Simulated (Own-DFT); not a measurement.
# What a defect does to the pressure of its cell: zincblende GaP

Source: density functional calculations with Own-DFT, an unreviewed in-house program that is no longer used. Nothing was measured or relaxed, and spin and spin-orbit coupling are left out.

Common settings: PBE; PseudoDojo norm-conserving scalar-relativistic files; cutoff 42 hartree; 3 x 3 x 3 k mesh centred on Gamma; Fermi-Dirac smearing of 0.1 eV.

Caveats (not all hold for every row): not probed for a lower state with spin; forces on such cells failed a check on a denser k mesh; forces on such cells passed a denser k mesh, each cell not checked; stress not checked against mesh or cutoff.

All runs share one cell, with vectors in Å (10.901, 0.000, 0.000); (0.000, 10.901, 0.000); (0.000, 0.000, 10.901) and a volume of 1295.4 Å³. u is the rms random offset of the atoms per axis. The defect's site can differ from row to row.

```
                                     cell  formula   u (Å)  P (GPa)
                                no defect  Ga32P32  0.0193     2.70
                                no defect  Ga32P32  0.0205     2.72
                                no defect  Ga32P32  0.0469     3.22
                  two P on a Ga site each  Ga30P34  0.0460     3.35
                  two P on a Ga site each  Ga30P34  0.0520     3.41
                  two P on a Ga site each  Ga30P34  0.0540     3.44
                          two P vacancies  Ga32P30  0.0288     2.24
                          two P vacancies  Ga32P30  0.0504     2.89
                          two P vacancies  Ga32P30  0.0511     2.67
                       one Ga on a P site  Ga33P31  0.0286     3.27
                       one Ga on a P site  Ga33P31  0.0289     3.32
                       one Ga on a P site  Ga33P31  0.0493     3.71
                       one Ga on a P site  Ga33P31  0.0524        ?
one Ga on a P site and one P on a Ga site  Ga32P32  0.0292     2.96
one Ga on a P site and one P on a Ga site  Ga32P32  0.0477     3.23
one Ga on a P site and one P on a Ga site  Ga32P32  0.0536     3.57
```

## Fit

P = P0 + c u² + a shift for each defect gives P0 = 2.61 GPa, c = 276 ± 28 GPa/Å² and a scatter of 0.08 GPa. The shifts, and each times the cell's volume:

- one Ga on a P site: 0.45 ± 0.07 GPa, 3.6 eV
- one Ga on a P site and one P on a Ga site: 0.09 ± 0.07 GPa, 0.8 eV (not resolved)
- two P on a Ga site each: 0.08 ± 0.08 GPa, 0.7 eV (0.3 eV for each of its 2 sites) (not resolved)
- two P vacancies: -0.56 ± 0.07 GPa, -4.5 eV (-2.2 eV for each of its 2 sites)

Positive is outwards. The product with the volume (160.2 GPa Å³ to the eV) is nearly free of the cell's size; divided by the bulk modulus at the cell's pressure it gives the volume that the defect adds. The atoms around the defects weren't relaxed, which would change these numbers.

## The run left out

The question: what pressure belongs in the blank (one Ga on a P site, u = 0.0524 Å)?

Estimate: 3.82 ± 0.10 GPa. The calculation gave 3.75 GPa.
